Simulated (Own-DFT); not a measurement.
# Which arrangement is lower? C36Si36, 72 atoms

These are calculations, not measurements. The program, named Own-DFT, is a retired in-house plane-wave density functional code that no person has reviewed. Each row is one single-point run on a periodic cell that was not relaxed, without spin or spin-orbit coupling.

Settings of every run: PBE; PseudoDojo norm-conserving scalar-relativistic files; cutoff 42 hartree; 4 x 4 x 3 k mesh centred on Gamma; Fermi-Dirac smearing of 0.1 eV.

Known limits, some of them of some rows only: some atoms lie very close together; not probed for a lower state with spin; forces on such cells passed a denser k mesh, each cell not checked; stress not checked against mesh or cutoff.

All cells hold the same atoms in the same cell, with vectors in Å (9.248, 0.000, 0.000); (-4.624, 8.009, 0.000); (0.000, 0.000, 10.068). Every atom was moved at random from its ideal site; u is the rms move along one axis. The defect's site can differ from row to row. E is the free energy of the cell above the lowest run. The arrangements:

- A: 2H SiC
- B: 2H SiC, with one C on a Si site and one Si on a C site, 1.9 Å apart
- C: 4H SiC
- D: 4H SiC, with one C on a Si site and one Si on a C site, 1.9 Å apart

```
arrangement,u (Å),E (eV),P (GPa)
A,0.0285,0.029,3.77
A,0.0288,0.178,3.86
A,0.0301,0.545,3.93
A,0.0555,6.559,5.98
A,0.0562,6.833,6.07
A,0.0643,8.937,6.37
B,0.0290,10.177,7.24
B,0.0290,11.517,7.61
B,0.0296,10.927,7.46
B,0.0487,15.785,9.12
B,0.0506,16.726,9.06
B,0.0526,15.272,8.85
C,0.0291,0.000,3.76
C,0.0303,0.073,3.72
C,0.0308,0.107,3.69
C,0.0591,7.234,6.34
C,0.0603,7.568,6.62
C,0.0656,9.340,6.89
D,0.0281,10.403,7.25
D,0.0293,12.348,7.84
D,0.0316,12.130,7.76
D,0.0501,16.105,9.26
D,0.0510,17.387,9.76
D,0.0533,12.723,7.91
```

Question: once the cost of the random moves is taken out, how do the arrangements rank?

## Worked answer

Fit E = a + b u², with one b for all and one a for each arrangement, and with residuals divided by u², since the noise grows with the moves. Then b = 2706 eV/Å², the scatter at u = 0.04 Å is 0.93 eV, and against A:

- B: 10.66 ± 0.39 eV (higher)
- C: -0.33 ± 0.40 eV (not told apart from A)
- D: 11.14 ± 0.39 eV (higher)

These are energies of unrelaxed cells. Relaxing the atoms lowers the strained arrangements most, so the gaps would shrink and small ones could change sign.
